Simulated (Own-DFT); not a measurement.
# How strain changes the stress of 3C SiC, 96 atoms (C48Si48)

All numbers below are calculated, not measured. They come from Own-DFT, an in-house plane-wave density functional program, since retired, whose code no person has reviewed. Each row is one single-point run on a periodic cell that was not relaxed, without spin or spin-orbit coupling.

Settings of every run: PBE; PseudoDojo norm-conserving scalar-relativistic files; cutoff 42 hartree; 3 x 4 x 4 k mesh centred on Gamma; Fermi-Dirac smearing of 0.1 eV.

Known limits: forces on such cells passed a denser k mesh, each cell not checked; stress not checked against mesh or cutoff.

Unstrained cell vectors in Å: (13.079, 0.000, 0.000); (0.000, 8.719, 0.000); (0.000, 0.000, 8.719). The unstrained cell has measured lattice constants (interpolated for alloys), not those of this functional. That, the random moves and any unrelaxed bonds set the pressure at no strain. Each run strains this cell uniformly, with the atoms carried along. Every atom was also moved at random, by a Gaussian of width 0.05 Å on each axis. Strain is the symmetric tensor, in per cent. Stress is positive in tension, and the pressure is minus a third of its trace.

| run | e_xx (%) | e_yy (%) | e_zz (%) | e_yz (%) | e_xz (%) | e_xy (%) | s_xx (GPa) | s_yy (GPa) | s_zz (GPa) | s_yz (GPa) | s_xz (GPa) | s_xy (GPa) | P (GPa) | E (meV/atom) |
|---|---|---|---|---|---|---|---|---|---|---|---|---|---|---|
| 1 | -0.85 | 0.24 | -1.33 | -0.91 | 1.98 | 1.12 | -11.52 | -8.56 | -13.05 | -6.71 | 11.58 | 7.11 | 11.04 | 41.8 |
| 2 | -0.91 | -1.89 | 0.59 | -0.45 | -0.41 | 1.19 | -11.35 | -13.17 | -6.69 | -2.82 | -2.61 | 6.74 | 10.40 | 13.8 |
| 3 | -0.69 | -0.84 | -0.94 | -0.39 | 1.04 | 1.43 | -11.16 | -11.50 | -11.89 | -2.70 | 5.32 | 8.00 | 11.51 | 24.1 |
| 4 | 1.39 | -0.13 | 1.51 | 0.65 | -0.93 | 0.96 | 1.28 | -2.15 | 1.89 | 2.90 | -5.18 | 3.28 | -0.34 | 9.5 |
| 5 | 0.34 | -1.96 | -1.53 | 1.00 | 0.55 | 0.45 | -9.76 | -16.07 | -14.46 | 6.32 | 5.43 | 2.59 | 13.43 | 33.8 |
| 6 | 1.90 | -0.06 | -1.78 | 1.95 | -1.37 | 0.19 | -1.17 | -6.41 | -10.06 | 11.20 | -8.54 | 2.59 | 5.88 | 25.1 |
| 7 | 0.94 | 0.67 | -1.38 | 1.49 | 0.84 | -0.67 | -2.79 | -3.60 | -8.11 | 8.69 | 4.24 | -4.33 | 4.84 | 0.0 |
| 8 | -1.52 | 1.87 | 0.37 | -1.62 | -0.92 | 1.90 | -8.40 | -0.56 | -4.59 | -7.32 | -4.90 | 9.45 | 4.52 | 32.8 |
| 9 | -1.09 | -0.74 | -1.04 | 1.66 | -0.77 | -1.60 | -13.03 | -12.36 | -13.14 | 9.00 | -3.41 | -11.33 | 12.84 | 29.6 |
| 10 | -0.03 | -0.33 | -0.97 | 0.90 | -1.94 | -1.81 | -8.86 | -8.90 | -10.60 | 6.21 | -10.07 | -10.35 | 9.46 | 40.0 |
| 11 | 1.85 | 1.56 | -1.07 | -0.38 | 0.87 | -1.12 | 1.81 | 1.13 | -5.07 | -1.03 | 4.93 | -5.29 | 0.71 | 15.4 |
| 12 | -1.50 | -1.44 | -0.32 | -1.32 | -0.87 | 1.81 | -15.16 | -14.92 | -12.07 | -8.31 | -5.27 | 10.48 | 14.05 | 41.5 |
| 13 | 1.78 | 1.54 | 0.71 | -1.07 | -1.29 | -1.59 | 3.62 | 3.68 | 1.27 | -5.43 | -6.49 | -7.76 | -2.86 | 6.9 |
| 14 | -0.25 | -1.61 | -1.35 | 1.48 | -1.01 | 1.46 | -11.32 | -14.85 | -14.03 | 9.77 | -7.11 | 9.30 | 13.40 | 32.0 |
| 15 | 0.93 | -1.19 | -0.79 | -0.73 | 1.31 | -0.57 | ? | ? | ? | ? | ? | ? | ? | ? |

E is the free energy for each atom above the lowest run shown.

## Worked fit

Each stress component was fitted by least squares to a constant and the strains of the runs shown, as fractions, with shears doubled. Shear strains stay in the fit of a normal stress only where such slopes are resolved. The slopes, in GPa:

| stress | at no strain | per e_xx | per e_yy | per e_zz | scatter |
|---|---|---|---|---|---|
| s_xx | -6.2 | 392 ± 11 | 147 ± 11 | 141 ± 13 | 0.46 |
| s_yy | -6.0 | 151 ± 9 | 390 ± 9 | 162 ± 11 | 0.38 |
| s_zz | -6.1 | 168 ± 13 | 128 ± 13 | 400 ± 15 | 0.54 |

Each shear stress against twice its own strain: yz 280 ± 20, xz 291 ± 16, xy 290 ± 10 GPa. These are stiffnesses along x, y and z of the frame in which the cell vectors are given, which need not be the crystal's axes. The atoms are held to the strained lattice; where symmetry lets them move under strain, relaxing them would lower some slopes. The table should be nearly symmetric about its diagonal, and what it lacks of that shows the noise. A ninth of its sum, 231 ± 4 GPa, estimates the bulk modulus near the mean pressure of these runs, 7.8 GPa, so it lies above the value at zero pressure.

## Withheld run

Question: what normal stresses and pressure should run 15 give?

The fit gives s_xx = -5.4, s_yy = -10.6, s_zz = -9.2 and P = 8.4 GPa. The calculation gave -3.99, -9.64, -8.46 and P = 7.36 GPa.
